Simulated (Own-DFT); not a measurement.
# What a defect does to the pressure of its cell: C11b WSi2

The numbers are computed, not measured, by runs of the plane-wave DFT program Own-DFT (in-house, retired, unreviewed) at fixed positions, with no spin and no spin-orbit coupling.

Settings: PBE; PseudoDojo norm-conserving scalar-relativistic files; cutoff 50 hartree; 5 x 5 x 5 k mesh centred on Gamma; cold (Marzari-Vanderbilt) smearing of 0.2 eV.

Limits: forces on such cells failed a check on a denser k mesh; stress not checked against mesh or cutoff.

All runs share one cell, with vectors in Å (-2.148, -5.953, 3.409); (-6.444, 2.976, 1.136); (-2.553, -2.948, -6.757) and a volume of 403.2 Å³. The atoms are randomly displaced, by u rms on each axis. The defect's site can differ from row to row.

| cell | formula | u (Å) | P (GPa) |
|---|---|---|---|
| no defect | Si20W10 | 0.0173 | 4.33 |
| no defect | Si20W10 | 0.0188 | 4.74 |
| no defect | Si20W10 | 0.0513 | 5.99 |
| one Si on a W site | Si21W9 | 0.0295 | 6.21 |
| one Si on a W site | Si21W9 | 0.0315 | 6.23 |
| one Si on a W site | Si21W9 | 0.0483 | 6.60 |
| one W on a Si site | Si19W11 | 0.0290 | 9.72 |
| one W on a Si site | Si19W11 | 0.0304 | 10.03 |
| one W on a Si site | Si19W11 | 0.0435 | 11.06 |
| one W vacancy | Si20W9 | 0.0265 | ? |
| one W vacancy | Si20W9 | 0.0336 | 3.83 |
| one W vacancy | Si20W9 | 0.0449 | 4.56 |
| one W vacancy | Si20W9 | 0.0450 | 3.97 |
| one Si vacancy | Si19W10 | 0.0267 | 3.08 |
| one Si vacancy | Si19W10 | 0.0313 | 3.16 |
| one Si vacancy | Si19W10 | 0.0531 | 4.31 |

## Analysis

P = P0 + c u² + a shift for each defect gives P0 = 4.36 GPa, c = 602 ± 92 GPa/Å² and a scatter of 0.27 GPa. The shifts, and each times the cell's volume:

- one W on a Si site: 5.18 ± 0.22 GPa, 13.0 eV
- one Si on a W site: 1.14 ± 0.22 GPa, 2.9 eV
- one W vacancy: -1.28 ± 0.23 GPa, -3.2 eV
- one Si vacancy: -1.75 ± 0.22 GPa, -4.4 eV

A positive shift means that the defect pushes the cell outwards. Shift times volume (160.2 GPa Å³ is 1 eV) depends little on the cell's size, so, taken for each site, it can be compared between cells at like pressure. The atoms around the defects weren't relaxed, which would change these numbers.

## Withheld run

The question: what pressure belongs in the blank (one W vacancy, u = 0.0265 Å)?

The fit gives 3.50 ± 0.33 GPa. The hidden result is 3.25 GPa.
